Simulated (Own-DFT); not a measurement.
# Point defects and the pressure they add: zincblende GaAs

Source: density functional calculations with Own-DFT, an unreviewed in-house program that is no longer used. Nothing was measured or relaxed, and spin and spin-orbit coupling are left out.

All runs used: PBE; PseudoDojo norm-conserving scalar-relativistic files; cutoff 42 hartree; 3 x 3 x 3 k mesh centred on Gamma; Fermi-Dirac smearing of 0.1 eV.

Caveats (not all hold for every row): not probed for a lower state with spin; forces not confirmed at this smearing and k mesh; stress not checked against mesh or cutoff.

All runs share one cell, with vectors in Å (10.862, 0.000, 0.000); (0.000, 10.862, 0.000); (0.000, 0.000, 11.796) and a volume of 1391.7 Å³, strained against the parent crystal. Atoms were moved at random from their sites; u is the rms move along one axis. The defect's site can differ from row to row.

| cell | formula | u (Å) | P (GPa) |
|---|---|---|---|
| no defect | As32Ga32 | 0.0283 | 6.65 |
| no defect | As32Ga32 | 0.0476 | 7.00 |
| no defect | As32Ga32 | 0.0481 | 7.00 |
| one P on an As site | As31Ga32P | 0.0286 | 6.41 |
| one P on an As site | As31Ga32P | 0.0331 | 6.46 |
| one P on an As site | As31Ga32P | 0.0493 | 6.80 |
| one In on a Ga site | As32Ga31In | 0.0281 | 7.40 |
| one In on a Ga site | As32Ga31In | 0.0306 | 7.46 |
| one In on a Ga site | As32Ga31In | 0.0308 | 7.42 |
| one As vacancy and one Ga vacancy | As31Ga31 | 0.0304 | 5.87 |
| one As vacancy and one Ga vacancy | As31Ga31 | 0.0336 | 5.99 |
| one As vacancy and one Ga vacancy | As31Ga31 | 0.0510 | ? |
| one As vacancy and one Ga vacancy | As31Ga31 | 0.0545 | 6.28 |
| one Al on a Ga site | AlAs32Ga31 | 0.0288 | 6.64 |
| one Al on a Ga site | AlAs32Ga31 | 0.0513 | 7.03 |
| one Al on a Ga site | AlAs32Ga31 | 0.0547 | 7.14 |

## Worked fit

P = P0 + c u² + a shift for each defect gives P0 = 6.49 GPa, c = 218 ± 12 GPa/Å² and a scatter of 0.03 GPa. The shifts, and each times the cell's volume:

- one In on a Ga site: 0.74 ± 0.03 GPa, 6.5 eV
- one Al on a Ga site: -0.02 ± 0.03 GPa, -0.2 eV (not resolved)
- one P on an As site: -0.25 ± 0.03 GPa, -2.2 eV
- one As vacancy and one Ga vacancy: -0.81 ± 0.03 GPa, -7.0 eV

Positive is outwards. The product with the volume (160.2 GPa Å³ to the eV) is nearly free of the cell's size; divided by the bulk modulus at the cell's pressure it gives the volume that the defect adds. The atoms around the defects weren't relaxed, which would change these numbers.

## The run left out

Q: what pressure belongs in the blank (one As vacancy and one Ga vacancy, u = 0.0510 Å)?

The fitted form gives 6.25 ± 0.04 GPa. The hidden result is 6.37 GPa. That is outside the usual scatter, by luck or through something left out of the fit.
